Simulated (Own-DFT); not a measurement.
# Response to strain: C40 NbSi2, 36 atoms (Nb12Si24)

These are calculations, not measurements. The program, named Own-DFT, is a retired in-house plane-wave density functional code that no person has reviewed. Each row is one single-point run on a periodic cell that was not relaxed, without spin or spin-orbit coupling.

Settings of every run: PBE; PseudoDojo norm-conserving scalar-relativistic files; cutoff 42 hartree; 4 x 4 x 5 k mesh centred on Gamma; cold (Marzari-Vanderbilt) smearing of 0.2 eV.

Known limits: forces on such cells failed a check on a denser k mesh; stress not checked against mesh or cutoff.

Unstrained cell vectors in Å: (0.000, 8.324, 0.000); (-9.613, 0.000, 0.000); (0.000, 0.000, 6.586). The unstrained cell was taken from the Materials Project. The random moves and any unrelaxed bonds add to the pressure at no strain. Each run strains this cell uniformly, with the atoms carried along. Every atom was also moved at random, by a Gaussian of width 0.05 Å on each axis. Strain is the symmetric tensor, in per cent. Stress is positive in tension, and the pressure is minus a third of its trace.

```
run,e_xx (%),e_yy (%),e_zz (%),e_yz (%),e_xz (%),e_xy (%),s_xx (GPa),s_yy (GPa),s_zz (GPa),s_yz (GPa),s_xz (GPa),s_xy (GPa),P (GPa),E (meV/atom)
1,1.83,0.65,0.22,1.78,1.55,-1.23,3.94,1.69,-1.50,5.48,4.45,-3.35,-1.38,17.9
2,-1.70,0.06,1.54,1.36,-0.46,0.68,-7.44,-1.83,1.52,3.74,-1.45,2.28,2.58,12.0
3,0.07,0.05,2.00,-0.29,1.78,-1.44,-1.07,-0.38,4.72,-0.69,4.88,-4.73,-1.09,15.1
4,-0.31,0.00,0.66,-0.34,-0.05,1.95,-2.96,-2.09,-0.37,-1.43,0.03,5.82,1.80,0.0
5,-0.82,0.21,1.36,-0.59,1.49,-0.08,-4.30,-1.61,1.54,-2.14,4.59,-0.10,1.46,17.5
6,0.93,-0.17,-0.58,0.50,-0.71,1.36,0.38,-2.47,-5.86,1.47,-2.01,3.95,2.65,5.8
7,1.30,0.29,-1.27,-1.83,-0.52,1.50,1.11,-1.97,-9.26,-5.61,-2.27,4.26,3.37,31.5
8,0.50,-0.25,0.55,-1.37,0.72,-0.13,-0.41,-1.86,-1.61,-4.15,2.03,-0.59,1.29,8.7
9,-1.25,-0.37,-0.73,-0.39,1.11,1.39,-8.42,-5.09,-8.95,-1.69,2.88,4.82,7.49,23.4
10,0.07,-0.64,-0.66,1.51,1.43,0.35,-3.46,-4.65,-7.32,5.10,4.41,1.70,5.14,13.4
11,-0.39,-1.58,1.53,0.58,-1.01,0.35,-3.95,-7.42,0.74,1.84,-3.07,1.15,3.54,21.7
12,0.65,-1.80,-0.11,-1.35,-0.57,1.94,-2.08,-9.47,-5.93,-3.82,-1.80,5.86,5.83,39.9
13,-0.94,1.15,-1.35,0.36,-0.39,-0.20,-6.19,0.11,-10.25,1.23,-1.72,-0.84,5.44,13.9
14,-1.33,0.75,-0.08,1.99,1.92,1.68,-8.01,-0.89,-5.42,5.67,5.88,5.67,4.78,41.9
15,1.71,-1.66,1.68,1.88,0.41,-0.81,3.84,-5.92,2.54,5.85,1.81,-1.88,-0.15,23.3
16,-0.75,1.82,-1.84,-1.84,1.64,1.78,?,?,?,?,?,?,?,?
```

E is the free energy for each atom above the lowest run shown.

## Worked fit

Each stress component was fitted by least squares to a constant and the strains of the runs shown, as fractions, with shears doubled. Shear strains stay in the fit of a normal stress only where such slopes are resolved. The slopes, in GPa:

| stress | at no strain | per e_xx | per e_yy | per e_zz | scatter |
|---|---|---|---|---|---|
| s_xx | -2.8 | 363 ± 10 | 65 ± 14 | 84 ± 10 | 0.40 |
| s_yy | -2.4 | 74 ± 12 | 379 ± 16 | 86 ± 12 | 0.46 |
| s_zz | -4.3 | 69 ± 12 | 89 ± 17 | 451 ± 13 | 0.49 |

Each shear stress against twice its own strain: yz 152 ± 3, xz 153 ± 4, xy 154 ± 4 GPa. These are stiffnesses along x, y and z of the frame in which the cell vectors are given, which need not be the crystal's axes. The atoms are held to the strained lattice; where symmetry lets them move under strain, relaxing them would lower some slopes. The table should be nearly symmetric about its diagonal, and what it lacks of that shows the noise. A ninth of its sum, 184 ± 9 GPa, estimates the bulk modulus near the mean pressure of these runs, 2.9 GPa, so it lies above the value at zero pressure.

## Withheld run

Question: what normal stresses and pressure should run 16 give?

The fit gives s_xx = -5.9, s_yy = 2.4, s_zz = -11.5 and P = 5.0 GPa. The calculation gave -6.55, 1.94, -12.65 and P = 5.75 GPa.
